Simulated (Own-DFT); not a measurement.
# Computed records: Si₄SnGe₁₁ (diamond-structure random alloy, strained, atoms displaced)

A calculation, not a measurement: plane-wave density functional theory by an unreviewed code, no spin, of a simulated periodic cell, stress positive in tension, run twice, with PBE and with PBEsol, both on files made for PBE, so the change isn't that of files made for PBEsol, forces on such cells moved up to 12 meV/angstrom on a denser k mesh; the far tail of each file's local potential was reset to the Coulomb form; each entry is a single point on an unrelaxed cell, so the pressure reflects the starting lattice, mostly measured values (interpolated for alloys), from which strain is counted, and rises with the displacements; printed positions are rounded, which can move forces by about a meV/angstrom; the program, named Own-DFT, is a retired in-house code; no spin-orbit coupling; stress was not checked against mesh or cutoff. Program: Own-DFT development build.

Settings shared by all entries: functional PBE, then PBEsol; potential files PseudoDojo norm-conserving, scalar-relativistic, standard set; wave cutoff 49 hartree; occupations Fermi-Dirac; smearing width 0.1 eV; k mesh 3 x 3 x 3 centred on Gamma.

(1) 
```xyz
64
Lattice="10.9954 0.0000 0.0000 0.0000 10.9954 0.0000 0.0000 0.0000 11.3064" Properties=species:S:1:pos:R:3:PBE_force_x:R:1:PBE_force_y:R:1:PBE_force_z:R:1:PBEsol_force_x:R:1:PBEsol_force_y:R:1:PBEsol_force_z:R:1 formula=Si4SnGe11 PBE_pressure=9.52 PBE_stress_xx=-10.11 PBE_stress_yy=-10.33 PBE_stress_zz=-8.12 PBE_stress_yz=-0.57 PBE_stress_xz=0.19 PBE_stress_xy=-0.27 PBEsol_pressure=6.54 PBEsol_stress_xx=-7.14 PBEsol_stress_yy=-7.33 PBEsol_stress_zz=-5.15 PBEsol_stress_yz=-0.55 PBEsol_stress_xz=0.19 PBEsol_stress_xy=-0.26 rms_change_of_force_components_from_PBE_to_PBEsol=0.055
Ge     0.0102    10.9887    11.3006     -0.177      0.238     -0.173     -0.127        0.2     -0.204
Ge     0.0146     2.7716     2.8091     -1.255     -1.135     -0.754     -1.211     -1.101     -0.654
Ge     2.7407     0.0706     2.8232      0.212      0.542     -1.356       0.24      0.495     -1.273
Sn     2.6898     2.7074    11.2963     -0.383      -2.51     -0.879     -0.369     -2.335      -0.87
Si     1.2912     1.3934     1.4003     -0.456      -1.28      1.143      -0.45     -1.262      1.129
Sn     1.3622     4.1577     4.2902      0.026     -0.233     -0.416      0.029     -0.229     -0.409
Ge     4.1233     1.3848     4.2421      0.436      0.038      -0.25      0.425      0.031     -0.248
Sn     4.1385     4.1761     1.2856      1.572     -0.617      2.869       1.53     -0.589      2.799
Ge    10.9482    10.9520     5.6900     -0.776      1.094       1.14     -0.749      1.074      1.101
Si     0.0349     2.7941     8.4901      -0.13     -0.443     -0.098     -0.085     -0.391     -0.138
Ge     2.6938    10.9938     8.5072      1.347      0.707     -0.591      1.232      0.677     -0.576
Ge     2.7457     2.7204     5.6361      1.053     -0.911      0.685      1.025     -0.895      0.675
Ge     1.4067     1.3533     6.9818     -0.998      0.281      1.403     -0.941      0.241      1.328
Ge     1.4305     4.1416     9.9253      -2.79      1.743     -1.384     -2.656      1.718     -1.327
Si     4.1496     1.3638     9.8820      1.279      -1.02     -0.859      1.215     -0.958     -0.886
Ge     4.0682     4.0437     7.0734      1.729      0.376     -0.573      1.643      0.347     -0.516
Ge    10.8891     5.6405     0.0841      0.669     -1.383     -0.852        0.7     -1.285     -0.856
Ge     0.0315     8.1996     2.8942     -1.509     -1.031     -1.831     -1.425      -1.03     -1.748
Ge     2.7771     5.4322     2.8086     -0.394      2.215     -0.211     -0.376      2.173     -0.209
Ge     2.8386     8.2525     0.1061     -1.302     -0.537     -2.069     -1.262      -0.53     -1.991
Ge     1.4040     6.8705     1.3684      0.046      0.074      1.231      0.038       0.07      1.198
Sn     1.3548     9.6360     4.2679      0.664      0.344     -0.279      0.645      0.323     -0.266
Ge     4.0930     6.8642     4.1646      1.013     -0.556      0.711      0.945     -0.506      0.651
Ge     4.1005     9.5687     1.4245      1.405      2.162      0.369      1.333      2.047      0.386
Ge     0.0113     5.5494     5.6853     -0.647      0.638      1.277     -0.639      0.617      1.243
Si     0.0516     8.3046     8.3843       0.26     -0.515      0.939      0.255     -0.507      0.917
Ge     2.8546     5.4188     8.4976     -1.239      0.452     -0.112      -1.21      0.431     -0.101
Ge     2.8025     8.2368     5.6050      0.674     -1.006      1.846      0.618     -1.014      1.747
Ge     1.4077     6.8197     7.1026      0.538      0.766      0.098      0.548      0.704      0.044
Ge     1.4187     9.6265     9.8550     -0.569     -0.978      0.866     -0.519     -0.893      0.864
Ge     4.0899     6.8556     9.8667      1.495      0.858      0.202      1.425      0.789       0.23
Si     4.0298     9.6034     7.1055      1.334     -0.315      0.138      1.259      -0.28      0.099
Si     5.5587     0.0215    11.3059      -1.23     -0.611     -0.503     -1.161     -0.633     -0.451
Ge     5.5768     2.6805     2.8375     -0.562      0.677      0.482     -0.545      0.648      0.471
Si     8.1578    10.9624     2.8867      2.418      0.772      -1.49      2.337      0.791     -1.425
Ge     8.1633     2.7541    11.2977      2.138     -0.404      0.696      1.989     -0.387      0.669
Ge     6.8492     1.3392     1.4163       0.76     -0.634      0.188      0.727     -0.527      0.196
Ge     6.8431     4.1214     4.3015      0.839      0.386     -0.945      0.829      0.289     -0.928
Ge     9.6477     1.3587     4.3084     -0.449     -0.538     -1.665     -0.417     -0.486     -1.564
Si     9.6547     4.1894     1.4818     -0.742     -0.775     -0.883     -0.661     -0.811     -0.911
Ge     5.4537    10.9448     5.6096      0.103      0.167      1.498      0.097      0.172      1.376
Ge     5.6095     2.8062     8.5030     -1.716     -1.349     -0.479     -1.673     -1.233     -0.438
Ge     8.3152    10.9901     8.5048     -0.814      0.311     -0.204     -0.796       0.22     -0.209
Ge     8.2856     2.7095     5.5967     -0.638       0.55       1.65      -0.58      0.562       1.56
Si     6.8713     1.3898     7.1378      0.518     -0.591     -1.095      0.514     -0.574     -1.073
Ge     6.7988     4.0669     9.9800      1.311      1.462     -0.959      1.254       1.41     -0.927
Si     9.6292     1.3506     9.8714      0.427       1.07       0.25      0.379      0.999      0.279
Ge     9.6719     4.1844     7.0483     -0.536      -1.21      0.447     -0.553     -1.127       0.39
Ge     5.5661     5.5018     0.0055      0.176      1.638     -2.192      0.115      1.519      -2.18
Ge     5.5106     8.2013     2.7633      0.198      0.279      0.658      0.125      0.308      0.674
Si     8.2921     5.5019     2.7542     -1.428      0.088      0.527     -1.414       0.11      0.606
Si     8.1470     8.2531    11.2196      1.179     -0.282      2.224      1.162     -0.269      2.108
Si     6.7401     6.8210     1.3597      2.834      0.918      0.475      2.692      0.899      0.463
Ge     6.9156     9.6502     4.1957     -0.698     -1.429      0.833     -0.739     -1.427      0.861
Ge     9.6197     6.7583     4.2823     -0.711      0.941      -0.94     -0.636      0.948     -0.857
Si     9.7331     9.6476     1.4298     -2.133     -0.779      0.337     -2.019     -0.769      0.324
Si     5.5174     5.4890     5.6558     -0.794       0.57      0.354     -0.778      0.554      0.343
Si     5.5788     8.2770     8.5012     -1.671      0.031     -0.656     -1.592      0.001     -0.607
Ge     8.1910     5.5015     8.4078      0.646       0.04      1.393      0.637      0.044      1.326
Ge     8.2384     8.1730     5.7013      1.029      1.394     -1.935      1.002      1.346     -1.857
Ge     6.9210     6.9797     7.0407     -2.178     -1.654      0.904     -2.025     -1.608      0.867
Ge     6.8913     9.5906     9.8890     -0.451      1.108      0.009       -0.4      1.116     -0.031
Ge     9.6779     7.0163     9.9101     -0.976     -0.212     -1.194     -0.937     -0.268     -1.141
Ge     9.6005     9.5800     7.0810      0.024      0.009     -0.014     -0.015      0.053     -0.056
```

Units: PBE_pressure, PBE_stress_xx, PBE_stress_yy, PBE_stress_zz, PBE_stress_yz, PBE_stress_xz, PBE_stress_xy, PBEsol_pressure, PBEsol_stress_xx, PBEsol_stress_yy, PBEsol_stress_zz, PBEsol_stress_yz, PBEsol_stress_xz, PBEsol_stress_xy in GPa; rms_change_of_force_components_from_PBE_to_PBEsol, PBE_force_x, PBE_force_y, PBE_force_z, PBEsol_force_x, PBEsol_force_y, PBEsol_force_z in eV/Å.

(2) 
```xyz
64
Lattice="10.9954 0.0000 0.0000 0.0000 10.9954 0.0000 0.0000 0.0000 11.3064" Properties=species:S:1:pos:R:3:PBE_force_x:R:1:PBE_force_y:R:1:PBE_force_z:R:1:PBEsol_force_x:R:1:PBEsol_force_y:R:1:PBEsol_force_z:R:1 formula=Si4SnGe11 PBE_pressure=9.48 PBE_stress_xx=-10.02 PBE_stress_yy=-10.21 PBE_stress_zz=-8.21 PBE_stress_yz=-0.45 PBE_stress_xz=-0.23 PBE_stress_xy=-0.16 PBEsol_pressure=6.51 PBEsol_stress_xx=-7.05 PBEsol_stress_yy=-7.23 PBEsol_stress_zz=-5.24 PBEsol_stress_yz=-0.44 PBEsol_stress_xz=-0.22 PBEsol_stress_xy=-0.16 rms_change_of_force_components_from_PBE_to_PBEsol=0.056
Si     0.1038     0.0101     0.0104      -1.51      1.314     -0.488     -1.439      1.261     -0.439
Ge    10.9760     2.7798     2.7328     -0.379     -0.194      1.795     -0.335     -0.167      1.696
Ge     2.7846    10.9892     2.8594      0.402      0.417      0.084      0.309        0.4      0.091
Ge     2.7724     2.7697     0.0749     -0.863     -0.927     -1.352     -0.826     -0.889     -1.307
Ge     1.2868     1.3545     1.4672      1.629      0.001      -0.51      1.616      0.055     -0.446
Ge     1.3385     4.1267     4.2762     -0.361      -0.48     -0.022     -0.383      -0.42      -0.07
Si     4.2138     1.3619     4.3469     -1.805      -0.12      0.444     -1.788     -0.104      0.355
Ge     4.1928     4.1212     1.3095      -1.47      1.975     -0.053     -1.436       1.91     -0.059
Ge     0.0809     0.0319     5.6308     -1.639     -0.298      0.224     -1.502      -0.29      0.216
Si     0.0186     2.8000     8.5154     -0.738     -1.335     -0.528     -0.691     -1.266     -0.549
Ge     2.7211    10.9567     8.4272     -0.405       0.56      0.708     -0.379      0.543      0.681
Si     2.6728     2.7590     5.6925      1.631      0.193     -0.827      1.562      0.222     -0.777
Ge     1.3820     1.3973     6.9871     -0.275      0.497      1.789     -0.278      0.396      1.735
Ge     1.3136     4.1635     9.8854        1.2     -0.026      0.157      1.195      0.015      0.201
Ge     4.1518     1.3533     9.8245     -0.643     -0.151      0.869     -0.652     -0.107      0.798
Ge     4.1268     4.1671     7.0863     -0.273     -0.849     -1.465     -0.233     -0.782     -1.373
Ge    10.9212     5.4853     0.0168      0.895      0.742      0.007      0.859      0.717     -0.005
Ge    10.9754     8.2197     2.8035      0.763     -0.416      1.585      0.788     -0.369      1.494
Ge     2.6512     5.4434     2.8186       0.07     -0.556     -1.463      0.065     -0.527      -1.41
Ge     2.8475     8.2265    11.2626     -1.003      1.568      1.504     -1.001      1.483       1.42
Ge     1.3754     6.9588     1.4089      0.199     -1.159     -0.531      0.185     -1.131     -0.504
Ge     1.3376     9.6587     4.2285      0.651     -1.025     -0.147      0.639     -0.981     -0.138
Sn     4.1175     6.8305     4.2262     -0.331      0.425       -0.9     -0.321      0.418     -0.864
Si     4.1713     9.6179     1.4691     -0.433      0.692     -1.251     -0.466      0.631     -1.181
Ge    10.8995     5.5314     5.6577      0.432      0.261     -0.589      0.462      0.207     -0.527
Ge     0.0591     8.2466     8.4867     -0.591      0.416     -0.515      -0.55      0.369      -0.46
Ge     2.8587     5.5204     8.4176     -1.256      0.338      1.526     -1.213      0.335       1.46
Ge     2.7895     8.2856     5.6693     -1.794      0.266      0.011     -1.738      0.258      0.022
Ge     1.4191     6.8081     7.0315     -0.215      0.815      0.082     -0.198      0.792      0.085
Ge     1.3329     9.6789    10.0049      1.133     -0.926     -1.287      1.157      -0.96     -1.307
Ge     4.1401     6.9695     9.9012      0.474     -1.146     -1.242      0.461     -1.109       -1.2
Ge     4.0659     9.6305     7.0389      1.302       0.74     -0.175      1.219      0.676     -0.133
Si     5.4816     0.0076     0.0028      0.051     -0.166      0.028       0.09     -0.118     -0.019
Sn     5.5165     2.8025     2.8183     -2.078     -1.369      0.051     -1.968     -1.292          0
Si     8.3078    10.9607     2.7770     -2.115      2.414       2.77     -2.119      2.338      2.681
Ge     8.2633     2.7323     0.0637      0.156     -1.134     -1.348      0.117     -1.057     -1.266
Ge     6.8400     1.4159     1.4247      1.525     -2.575     -1.106      1.494      -2.42     -1.079
Ge     6.8651     3.9932     4.2518      1.919      3.092      1.958      1.786      3.017      1.884
Si     9.7002     1.3392     4.2303     -1.046      0.492      -0.63     -0.942      0.478     -0.619
Ge     9.6042     4.0953     1.3623     -0.649      1.045      1.158     -0.595      0.971      1.081
Si     5.5700     0.0412     5.6695     -1.192     -0.004       0.72     -1.169     -0.118      0.695
Ge     5.4234     2.7813     8.4248      1.398     -0.522      0.384      1.309     -0.476      0.408
Ge     8.1705     0.0009     8.5141      1.066      0.784     -2.088      0.986      0.707     -1.977
Si     8.3094     2.8080     5.5630      0.087     -2.119      0.721      0.079     -1.998       0.71
Si     6.8223     1.3844     7.0250      1.053       0.92      0.049      1.048      0.925      0.142
Ge     6.8968     4.0761     9.9465      -0.34      0.418     -0.723     -0.327      0.415     -0.695
Si     9.5898     1.2804     9.8482      1.198      1.137      0.709      1.093      1.104      0.693
Ge     9.6287     4.0865     7.0132      -0.06     -0.383       0.71      -0.05     -0.279      0.688
Ge     5.5030     5.6001    11.2730      0.384     -0.532     -0.013      0.369     -0.514     -0.008
Ge     5.4943     8.3302     2.8204      0.997     -0.008     -0.472      1.009     -0.044     -0.415
Si     8.1719     5.4497     2.8624      0.598      0.495      -0.39      0.545       0.44     -0.422
Sn     8.1759     8.2370     0.0058       0.54     -0.456     -3.929      0.521     -0.453     -3.831
Ge     6.9092     6.9552     1.3583     -2.534     -3.084      3.698     -2.504     -2.968      3.549
Ge     6.7992     9.6807     4.3114      1.753       -0.4     -0.723       1.67     -0.437     -0.752
Si     9.6123     6.8706     4.1686     -0.999     -0.185      0.442     -0.895     -0.177      0.428
Sn     9.5731     9.6089     1.4013      2.958      1.798       0.34      2.902      1.649       0.32
Ge     5.5023     5.5001     5.6528      1.646     -1.253      1.042      1.585     -1.219      1.025
Ge     5.4687     8.3063     8.4539      0.317      0.293      0.016      0.303      0.276      0.022
Ge     8.2810     5.4573     8.4580     -0.428      0.014      0.151     -0.409      0.022      0.153
Si     8.2319     8.2081     5.6688      0.422      0.459      -0.67      0.331      0.438     -0.658
Ge     6.8598     6.9022     7.0925      0.355     -0.391     -0.063      0.302     -0.418     -0.026
Ge     6.9085     9.6748     9.8455     -2.522       0.33      0.231     -2.414      0.294      0.179
Ge     9.6375     6.8494     9.8763      0.451     -0.387     -1.023      0.439     -0.392     -0.989
Si     9.5809     9.6514     6.9905      0.295     -0.336      0.559       0.33     -0.281       0.59
```

Units: PBE_pressure, PBE_stress_xx, PBE_stress_yy, PBE_stress_zz, PBE_stress_yz, PBE_stress_xz, PBE_stress_xy, PBEsol_pressure, PBEsol_stress_xx, PBEsol_stress_yy, PBEsol_stress_zz, PBEsol_stress_yz, PBEsol_stress_xz, PBEsol_stress_xy in GPa; rms_change_of_force_components_from_PBE_to_PBEsol, PBE_force_x, PBE_force_y, PBE_force_z, PBEsol_force_x, PBEsol_force_y, PBEsol_force_z in eV/Å.
